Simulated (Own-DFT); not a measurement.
GaP (zincblende, atoms displaced) (calculated)

A calculation, not a measurement: plane-wave PBE density functional theory by an unreviewed code, no spin, of a simulated periodic cell, stress positive in tension, free energy of the whole cell less one offset for each atom, forces on such cells passed a denser k mesh, this cell's mesh not checked; offsets are fitted by least squares, one for each functional and potential file, so energies compare only between cells with the same atoms and settings and are not formation energies; the far tail of each file's local potential was reset to the Coulomb form; each entry is a single point on an unrelaxed cell, so the pressure reflects the starting lattice, mostly measured values (interpolated for alloys), from which strain is counted, and rises with the displacements; printed positions are rounded, which can move forces by about a meV/angstrom; the program, named Own-DFT, is a retired in-house code; no spin-orbit coupling. Program: Own-DFT development build.

Settings shared by all entries: functional PBE; potential files PseudoDojo norm-conserving, scalar-relativistic, standard set; wave cutoff 42 hartree; occupations Fermi-Dirac; smearing width 0.1 eV; k mesh 2 x 3 x 3 centred on Gamma.

(1) 
```xyz
96
Lattice="16.3515 0.0000 0.0000 0.0000 10.9010 0.0000 0.0000 0.0000 10.9010" Properties=species:S:1:pos:R:3:force_x:R:1:force_y:R:1:force_z:R:1 formula=GaP free_energy_of_cell_above_offsets=-50.215 pressure=3.23 stress_xx=-3.25 stress_yy=-3.15 stress_zz=-3.29 stress_yz=-0.17 stress_xz=0.02 stress_xy=0.44
Ga    16.3499    10.8279    10.8876     -0.087      1.129      0.017
Ga    16.2777     2.7497     2.7509      0.428     -0.049     -0.373
Ga     2.7397    10.8951     2.7160     -1.003      0.043      0.042
Ga     2.6966     2.8350     0.0259     -0.085     -0.762     -0.856
P      1.3653     1.4199     1.3238     -0.323      -0.67      0.418
P      1.3112     4.1007     4.1273      0.278     -1.359      0.069
P      3.9909     1.2970     4.1488      1.373      0.114     -0.479
P      4.0432     4.0161     1.4056      0.434      1.295      0.342
Ga     0.0466     0.1025     5.4369      0.397     -1.125      0.375
Ga     0.0059     2.7493     8.1876      0.232      0.044      0.612
Ga     2.7618    10.7723     8.0759     -0.419      1.543       1.48
Ga     2.7712     2.6739     5.4625     -0.764       0.76      0.467
P      1.3798     1.3837     6.8983       0.21     -0.121     -0.551
P      1.3457     4.1900     9.5465      0.971     -0.911     -0.981
P      4.1608     1.4360     9.5403     -1.367     -0.769      0.009
P      4.0827     4.1534     6.7656      0.817     -1.282     -0.103
Ga    16.3248     5.3726    10.8372     -0.233      1.576      0.521
Ga    16.3496     8.1695     2.7434     -0.017      -0.58     -0.256
Ga     2.6417     5.3943     2.8292      0.942      0.699     -0.607
Ga     2.7594     8.1657     0.0013      0.112     -0.288     -0.103
P      1.3887     6.7868     1.3784     -0.429     -0.198     -0.278
P      1.3574     9.4406     4.0684      0.161       1.51      0.276
P      4.1418     6.8492     4.1254     -1.223      0.255     -1.137
P      4.0940     9.5017     1.4847     -0.329      0.631     -1.766
Ga    16.3217     5.3924     5.3964     -0.373       0.36      1.071
Ga     0.0190     8.3327     8.2838     -0.863     -1.979     -1.956
Ga     2.7553     5.4402     8.0438     -0.677      0.768      0.857
Ga     2.7605     8.2115     5.4475     -0.708      -0.93     -0.051
P      1.3080     6.7931     6.7508      0.187       0.71      0.527
P      1.3305     9.5153     9.5046      1.959       1.02      1.393
P      4.2116     6.8071     9.4556     -1.829     -0.174      0.619
P      4.0487     9.4836     6.8197      1.363     -0.041     -0.563
Ga     5.4153    10.8636    10.8712      0.208      0.034      0.358
Ga     5.4388     2.7205     2.7504      0.068     -0.609      0.215
Ga     8.1568    10.8578     2.6349      0.259     -0.206      0.965
Ga     8.2367     2.7235    10.8622     -0.825      0.414      1.134
P      6.8089     1.2959     1.3980     -0.255      0.762     -0.859
P      6.8439     4.0719     4.0658     -0.278      0.056      0.639
P      9.4832     1.3339     4.0969      0.244      0.065     -0.883
P      9.5893     4.1357     1.3336     -0.131     -0.745      0.593
Ga     5.4937    10.8811     5.4695     -0.608     -0.312     -0.293
Ga     5.5171     2.6983     8.1825     -0.588      0.965     -0.162
Ga     8.1437     0.0194     8.1778      -0.04     -0.065     -0.129
Ga     8.2445     2.6896     5.5036     -0.783      0.307      -0.13
P      6.7387     1.3439     6.8336       1.08      0.137     -0.427
P      6.8588     4.0508     9.5255     -0.441      0.707      0.458
P      9.4653     1.3817     9.5434      0.727     -0.523     -0.502
P      9.5914     4.0778     6.8428      -1.13      0.704     -0.492
Ga     5.3798     5.5121     0.0318      0.933     -0.833      0.333
Ga     5.4324     8.2101     2.7212      0.872      -0.73      0.592
Ga     8.2034     5.4542     2.7554      0.149       0.09     -0.163
Ga     8.1375     8.2347     0.0044      0.272     -0.382     -0.308
P      6.8627     6.8634     1.3933     -0.613     -0.433      -0.13
P      6.8370     9.5007     4.1108      -0.28      0.493     -0.345
P      9.5122     6.8497     4.1886      0.521      -0.25     -0.879
P      9.5477     9.4429     1.4070      0.276      0.935     -0.554
Ga     5.3841     5.5341     5.3871      1.227     -1.192      0.483
Ga     5.4453     8.1221     8.1269      0.812      0.499     -0.255
Ga     8.1752     5.4760     8.1807      0.208     -0.303      0.171
Ga     8.2053     8.2376     5.4697      -0.63     -0.573      0.478
P      6.8059     6.7475     6.7997      0.277      0.697     -0.367
P      6.8162     9.5289     9.4778     -0.464     -0.027      0.301
P      9.5515     6.8492     9.5460     -0.562     -0.206      0.267
P      9.4959     9.5563     6.8317      0.795     -0.113      0.489
Ga    10.8563     0.0911     0.0204     -0.679     -1.751     -0.955
Ga    10.9973     2.6212     2.7072     -1.241      1.045      0.677
Ga    13.6995    10.8360     2.7376     -0.754      0.403     -0.085
Ga    13.5892     2.6932     0.0539      -0.12      0.507     -0.518
P     12.1557     1.3098     1.3095      2.163      0.042      0.895
P     12.2812     4.0307     4.1085      0.154       0.52     -0.247
P     14.9937     1.3431     4.1348     -0.045      0.168     -0.874
P     14.9832     4.1174     1.3177     -0.633     -0.221      0.686
Ga    10.8136     0.0172     5.4288      0.966     -0.154      0.363
Ga    10.7850     2.6982     8.1078      1.723      -0.21      1.019
Ga    13.6334    10.7997     8.2270      0.575      1.286     -0.877
Ga    13.7090     2.6991     5.4643     -0.526      0.598      0.504
P     12.3113     1.3837     6.8096     -0.596     -0.655      0.207
P     12.2761     4.2141     9.5750     -0.138     -1.717     -0.456
P     14.9732     1.4242     9.5353     -0.004     -0.915      0.261
P     14.9867     4.0988     6.9278      0.137     -0.071     -1.306
Ga    10.9063     5.4607    10.8759      -0.47      0.231     -0.021
Ga    10.9614     8.1873     2.7661     -0.574     -0.403      0.335
Ga    13.5265     5.5349     2.6382      0.962     -0.986      1.063
Ga    13.6403     8.1253     0.0470     -0.418      0.183     -0.324
P     12.1701     6.7949     1.3713      0.228      0.801     -0.511
P     12.2985     9.5031     4.0948     -0.047      0.459      0.502
P     15.0022     6.7987     4.1206     -0.623     -0.173     -0.763
P     15.0019     9.5052     1.3708      0.141     -0.087     -0.078
Ga    10.8749     5.4533     5.4699      0.518     -0.188     -0.165
Ga    10.9366     8.0950     8.2128     -0.267      1.229     -0.089
Ga    13.6249     5.4618     8.1819      0.077      0.323      0.332
Ga    13.6156     8.0888     5.4817      0.328      0.638      0.182
P     12.2570     6.7995     6.8709      0.031     -0.364     -0.724
P     12.3055     9.5663     9.5241     -1.067     -0.721      1.153
P     14.9928     6.8810     9.4867      0.096      -0.51      0.561
P     15.0410     9.5514     6.8122     -0.334      0.108     -0.385
```

Units: free_energy_of_cell_above_offsets in eV; pressure, stress_xx, stress_yy, stress_zz, stress_yz, stress_xz, stress_xy in GPa; force_x, force_y, force_z in eV/Å.

(2) 
```xyz
96
Lattice="16.3515 0.0000 0.0000 0.0000 10.9010 0.0000 0.0000 0.0000 10.9010" Properties=species:S:1:pos:R:3:force_x:R:1:force_y:R:1:force_z:R:1 formula=GaP free_energy_of_cell_above_offsets=-49.403 pressure=3.4 stress_xx=-3.39 stress_yy=-3.36 stress_zz=-3.44 stress_yz=-0.49 stress_xz=0.03 stress_xy=-0.22
Ga    16.2836    10.8314    10.7960       0.94      0.456      1.357
Ga     0.0033     2.6684     2.7708      0.048      0.445     -0.297
Ga     2.8423     0.0911     2.7837     -1.564     -0.788     -0.942
Ga     2.7307     2.7444    10.8255     -0.792      0.764      1.076
P      1.3480     1.4083     1.3484      0.337     -0.882     -0.141
P      1.3696     4.1386     4.0549      -0.34     -0.523      0.229
P      4.1291     1.4028     4.0606       -0.4      0.245      0.847
P      4.0528     4.1707     1.3456      0.206     -1.394      0.514
Ga     0.0867     0.0868     5.4112     -0.573     -1.395      0.633
Ga     0.0173     2.7018     8.2316      0.038      0.215     -0.805
Ga     2.7706     0.0407     8.1383     -0.222      0.073      0.517
Ga     2.7045     2.7541     5.4044      0.219      0.199      0.318
P      1.4052     1.3622     6.8102     -0.086      0.524     -0.139
P      1.3504     4.1197     9.4824     -0.165     -0.515      0.648
P      4.0450     1.4767     9.5295      0.285     -1.737       0.32
P      4.1316     4.0748     6.7821      -0.61     -0.204      0.437
Ga    16.3248     5.4873    10.7989      0.172     -0.512      0.872
Ga     0.1046     8.2458     2.6930     -1.295     -1.578     -0.822
Ga     2.7253     5.4661     2.7405      0.255      0.013      0.049
Ga     2.7421     8.0960    10.8772     -0.147      0.815      0.131
P      1.4003     6.7464     1.3618     -0.633        0.6     -0.331
P      1.3129     9.4758     4.0387      1.668      1.515      1.219
P      4.0414     6.8658     4.1122      0.829     -0.564     -0.703
P      4.1293     9.5818     1.4012     -0.878     -0.615     -0.312
Ga     0.0397     5.5228     5.4129     -0.622     -0.859      0.429
Ga     0.0024     8.1650     8.1480      0.181     -0.017      0.232
Ga     2.7212     5.3974     8.2227      0.115     -0.505     -1.296
Ga     2.7904     8.1666     5.4470     -1.089      0.557      0.914
P      1.3865     6.7070     6.8458      0.153      1.285     -0.241
P      1.3731     9.6383     9.5325      0.592     -1.446     -0.439
P      4.0091     6.7041     9.4936      1.354       1.03      0.705
P      4.1148     9.5930     6.8616     -0.109     -1.032     -0.294
Ga     5.4098    10.8704     0.0206     -0.017      0.696     -0.498
Ga     5.4787     2.6201     2.7114     -0.198      1.728     -0.303
Ga     8.1099     0.0422     2.7208      0.691     -0.906      0.398
Ga     8.2250     2.6585     0.0701     -0.038      0.342     -0.577
P      6.7954     1.3225     1.3858      0.032      0.009     -0.824
P      6.7742     4.1140     4.0584      0.158     -0.419      0.209
P      9.4791     1.3969     4.0995      0.357      -0.79     -0.523
P      9.5618     4.1117     1.3914      -0.19     -0.102      -0.53
Ga     5.3457     0.0217     5.4302      0.922     -0.487      0.061
Ga     5.4110     2.7122     8.2525      0.824      0.264     -1.213
Ga     8.1506    10.8588     8.2127     -0.507     -0.199     -0.706
Ga     8.2279     2.7207     5.4318     -1.808     -0.099      0.232
P      6.7459     1.2587     6.8161      0.485      1.163        0.1
P      6.7481     4.0497     9.6152      1.125     -0.052     -0.316
P      9.5029     1.3123     9.4360      0.529      0.427       1.42
P      9.5641     3.9843     6.7133     -0.024       1.37      1.565
Ga     5.4604     5.4032     0.0418     -0.444      0.501     -0.496
Ga     5.4375     8.1602     2.6734      0.198      0.383      0.899
Ga     8.1111     5.4476     2.6553      0.316      0.416      0.593
Ga     8.2333     8.1723     0.0643     -0.863      0.355     -0.406
P      6.7391     6.8450     1.3183      0.722     -0.243      0.051
P      6.8620     9.5035     4.1477     -1.938      1.245     -1.518
P      9.5446     6.7886     4.1636     -0.358      0.164     -0.839
P      9.5539     9.4816     1.4284     -0.157      1.431     -0.606
Ga     5.3983     5.4644     5.4470       0.38      0.113     -0.062
Ga     5.4972     8.1216     8.2150     -1.123      0.287        0.2
Ga     8.1093     5.5368     8.2306      0.215     -1.748     -0.371
Ga     8.0890     8.2087     5.3711      1.353     -1.353      1.761
P      6.7585     6.7906     6.8986      0.334      0.253     -1.578
P      6.7362     9.5484     9.5446       0.86     -0.356      0.591
P      9.4570     6.8404     9.5158      1.082      0.119      0.297
P      9.4996     9.5917     6.7713     -0.041     -0.647      0.099
Ga    10.9886     0.0183    10.8929     -1.101     -0.668     -0.538
Ga    10.8238     2.7012     2.7646      1.006      0.545     -0.248
Ga    13.6452     0.0246     2.7280     -0.492     -0.349     -0.537
Ga    13.6127     2.6867     0.0555      1.081      0.872     -1.182
P     12.2631     1.4084     1.2452     -0.456     -0.469      2.169
P     12.2698     4.2048     4.0792     -0.111     -2.462      0.144
P     14.9888     1.3199     4.1263     -0.034       0.43     -0.375
P     15.0459     4.0191     1.3381     -0.513      0.804      0.458
Ga    10.8676     0.0360     5.4226     -0.045      0.451      0.749
Ga    10.9130     2.7180     8.1859       0.07      0.291     -0.055
Ga    13.6414    10.8773     8.2140      0.474      0.802     -0.628
Ga    13.6714     2.7107     5.4635      -0.75      0.351     -0.092
P     12.2870     1.3716     6.8453     -0.018     -0.246     -0.411
P     12.2974     4.1430     9.5592     -0.507     -0.932      0.117
P     15.0914     1.3273     9.5442     -1.667      0.607     -0.258
P     14.9636     4.0434     6.8477      0.919      0.375     -0.277
Ga    10.9100     5.4915    10.8723     -0.535     -0.252     -0.166
Ga    10.9076     8.2576     2.7740     -0.348     -1.614     -0.124
Ga    13.5472     5.4653     2.7758      0.794     -0.183     -1.706
Ga    13.7737     8.1865     0.0689     -2.274     -0.957     -1.079
P     12.2026     6.7897     1.3462      0.735      1.087      0.406
P     12.1452     9.5951     4.0811      1.808      0.016      0.145
P     14.9391     6.7460     4.0526      1.164       0.97     -0.471
P     15.0100     9.4892     1.2862      0.692      1.248      1.782
Ga    10.9400     5.3931     5.4388     -0.403      0.804      0.815
Ga    10.8738     8.1861     8.1294      0.406      0.184     -0.095
Ga    13.6307     5.4069     8.1977          0      0.337     -0.476
Ga    13.6777     8.1489     5.3432     -0.717      0.536      0.648
P     12.3387     6.8026     6.8010     -0.662      0.025     -0.037
P     12.3359     9.5997     9.4958     -0.728     -1.444      1.011
P     14.9355     6.7976     9.5420      0.544      0.355      -0.44
P     14.9181     9.4933     6.8538      0.929      0.452     -1.044
```

Units: free_energy_of_cell_above_offsets in eV; pressure, stress_xx, stress_yy, stress_zz, stress_yz, stress_xz, stress_xy in GPa; force_x, force_y, force_z in eV/Å.

(3) 
```xyz
96
Lattice="16.3515 0.0000 0.0000 0.0000 10.9010 0.0000 0.0000 0.0000 10.9010" Properties=species:S:1:pos:R:3:force_x:R:1:force_y:R:1:force_z:R:1 formula=GaP free_energy_of_cell_above_offsets=-50.242 pressure=3.21 stress_xx=-3.27 stress_yy=-3.24 stress_zz=-3.13 stress_yz=-0.51 stress_xz=-0.08 stress_xy=0.05
Ga     0.0284     0.0341     0.0080     -0.513     -0.301     -0.115
Ga     0.0659     2.7695     2.7332     -0.502     -0.475     -0.246
Ga     2.7262     0.0242     2.6807      0.513     -0.657          1
Ga     2.7604     2.7587     0.0980     -0.241     -0.181     -0.895
P      1.4108     1.2950     1.3591     -0.542      1.305      0.083
P      1.2951     4.1991     4.0938      0.812     -1.214      0.096
P      4.1089     1.3777     4.1310     -0.516     -0.053     -0.376
P      4.0626     4.1571     1.3970      0.752     -0.436     -0.009
Ga     0.0331     0.0227     5.4549     -0.293     -0.253       0.24
Ga    16.3139     2.6998     8.1536     -0.189       0.15      0.615
Ga     2.7421     0.0629     8.2006      0.225      -0.89     -0.225
Ga     2.6583     2.7153     5.4658      0.413       0.55     -0.316
P      1.3907     1.3762     6.8576     -0.608     -0.178     -0.228
P      1.3747     4.1106     9.5110      -0.04       -0.7      0.347
P      4.1193     1.3116     9.5886     -0.406      0.819       0.33
P      4.0919     4.0149     6.8646      0.166      0.839     -0.619
Ga     0.0565     5.4720    10.8853      -0.82     -0.878     -0.048
Ga    16.3299     8.2069     2.7447     -0.281     -0.567     -0.431
Ga     2.6433     5.4446     2.7038       0.77      0.647      0.474
Ga     2.7410     8.1961    10.8821     -0.356     -0.259       0.15
P      1.3444     6.7760     1.3221      0.194      1.087      0.539
P      1.3232     9.5169     4.0765      0.605      0.424      0.029
P      4.1057     6.8291     4.1716     -1.196      0.599     -1.797
P      4.0660     9.5071     1.3514      0.315      0.526       0.09
Ga     0.0885     5.5195     5.4742     -1.886     -0.589     -0.129
Ga    16.3484     8.1264     8.1482     -0.051      0.338      0.631
Ga     2.7808     5.4578     8.2267     -0.162     -0.244      -0.52
Ga     2.7213     8.2076     5.4711     -0.699     -0.591     -0.419
P      1.3386     6.7669     6.8156      1.254      0.874      0.674
P      1.3684     9.5728     9.5742     -0.037     -0.343     -0.793
P      4.1030     6.8252     9.5604      -0.04     -0.092      0.008
P      4.0564     9.5675     6.6626     -0.056     -0.214      2.416
Ga     5.4869     0.0273     0.0239     -0.277     -0.336      0.429
Ga     5.4646     2.6856     2.7212     -0.657      0.149     -0.304
Ga     8.2092     0.0903     2.7157     -0.105     -1.118      0.509
Ga     8.1866     2.7018    10.8857     -0.416      0.575      0.746
P      6.8358     1.3475     1.3982     -0.265      0.443     -0.588
P      6.8591     3.9996     3.9370     -0.079      1.072      1.305
P      9.5469     1.3895     4.0795      0.486     -0.462      0.101
P      9.4966     4.2244     1.2549      -0.04     -1.459      1.032
Ga     5.4296     0.0089     5.5135      0.816      0.016     -1.092
Ga     5.4254     2.7377     8.2937      0.572      0.213      0.051
Ga     8.1897    10.8731     8.0345     -0.191      0.243      2.025
Ga     8.1935     2.6635     5.3981     -0.812      0.445      0.703
P      6.7531     1.3120     6.9178       0.23      1.114      -0.92
P      6.8849     4.1769     9.6396     -0.299     -1.046     -1.239
P      9.5069     1.3787     9.6543      0.337     -0.382     -2.121
P      9.5023     4.1464     6.7595      0.248     -1.326      0.151
Ga     5.4965     5.4522    10.8770     -0.302      0.729      1.051
Ga     5.4513     8.2127     2.6980     -0.169     -0.355      0.454
Ga     8.2145     5.4942     2.7012     -0.822     -0.868     -0.337
Ga     8.1778     8.1508     0.0548     -0.051      0.561     -0.452
P      6.8615     6.8606     1.4260     -0.987     -0.532     -0.534
P      6.8217     9.5064     4.0583      0.131      0.942      0.576
P      9.4500     6.7854     4.0059      1.104      0.867      1.544
P      9.5137     9.5044     1.4310      0.457      0.561     -0.696
Ga     5.4165     5.5271     5.3589      1.065     -1.915      0.849
Ga     5.4351     8.1767     8.2337      0.137      0.387     -0.918
Ga     8.2039     5.4126     8.1233     -0.164      0.862      0.671
Ga     8.1478     8.1807     5.5483      0.544      0.443     -1.271
P      6.8350     6.8080     6.7568     -0.681       -0.3      1.177
P      6.7639     9.5738     9.5948      1.065     -0.533     -0.761
P      9.5667     6.8217     9.6080     -0.272      -0.04     -0.758
P      9.5905     9.6168     6.7890     -0.719      -1.54      0.374
Ga    10.8893    10.8997    10.8512       0.25     -0.584      0.768
Ga    10.8251     2.7366     2.6532      0.478        0.8       0.17
Ga    13.6371     0.0291     2.7615     -0.236      -0.41     -0.609
Ga    13.7209     2.6216     0.0535     -1.938       1.24      0.221
P     12.2562     1.3714     1.3664     -0.178     -0.332      0.037
P     12.2833     4.1108     4.1202     -0.623      0.022     -0.859
P     15.0099     1.3486     4.0637      0.377      0.408      0.319
P     14.9487     4.0140     1.3460      0.856      1.185      0.358
Ga    10.8739    10.8566     5.4896      0.955      1.093     -1.141
Ga    10.9295     2.7811     8.1867     -0.511     -0.324       -0.1
Ga    13.6722    10.8789     8.2180      -0.62      0.352     -0.551
Ga    13.6200     2.7147     5.4104      0.108      -0.09     -0.102
P     12.2793     1.3738     6.7723     -0.134     -0.294      0.641
P     12.2386     4.1007     9.5798      0.879     -0.176      0.249
P     14.8753     1.3409     9.6282      2.076     -0.491     -1.376
P     14.9499     4.0407     6.7944      0.625      0.567     -0.181
Ga    10.9347     5.4661     0.0804      0.528      0.459     -0.961
Ga    10.9074     8.1255     2.7185     -0.429      0.326      0.292
Ga    13.5668     5.5207     2.6526      0.601     -1.099      0.708
Ga    13.5648     8.2327     0.0214      0.564     -0.182     -0.731
P     12.2961     6.8765     1.3647     -0.566     -0.169     -0.272
P     12.2058     9.5581     4.0391      0.618     -0.359      0.641
P     14.9502     6.7890     4.0893      0.644     -0.016     -0.195
P     14.9884     9.5258     1.3057      0.038      0.477      0.697
Ga    10.8531     5.4638     5.4396     -0.041      0.035     -0.764
Ga    10.8640     8.1440     8.1171     -0.081      0.351      0.831
Ga    13.6936     5.4222     8.2185     -1.018      0.031      -0.34
Ga    13.6675     8.1480     5.4361     -1.018      0.465      0.276
P     12.1311     6.8071     6.7899      1.717     -0.159       0.05
P     12.2806     9.5324     9.4684     -0.725     -0.125      0.271
P     14.9846     6.7837     9.5743     -0.037      0.671      0.023
P     14.9846     9.5437     6.8657      0.371     -0.126     -0.685
```

Units: free_energy_of_cell_above_offsets in eV; pressure, stress_xx, stress_yy, stress_zz, stress_yz, stress_xz, stress_xy in GPa; force_x, force_y, force_z in eV/Å.
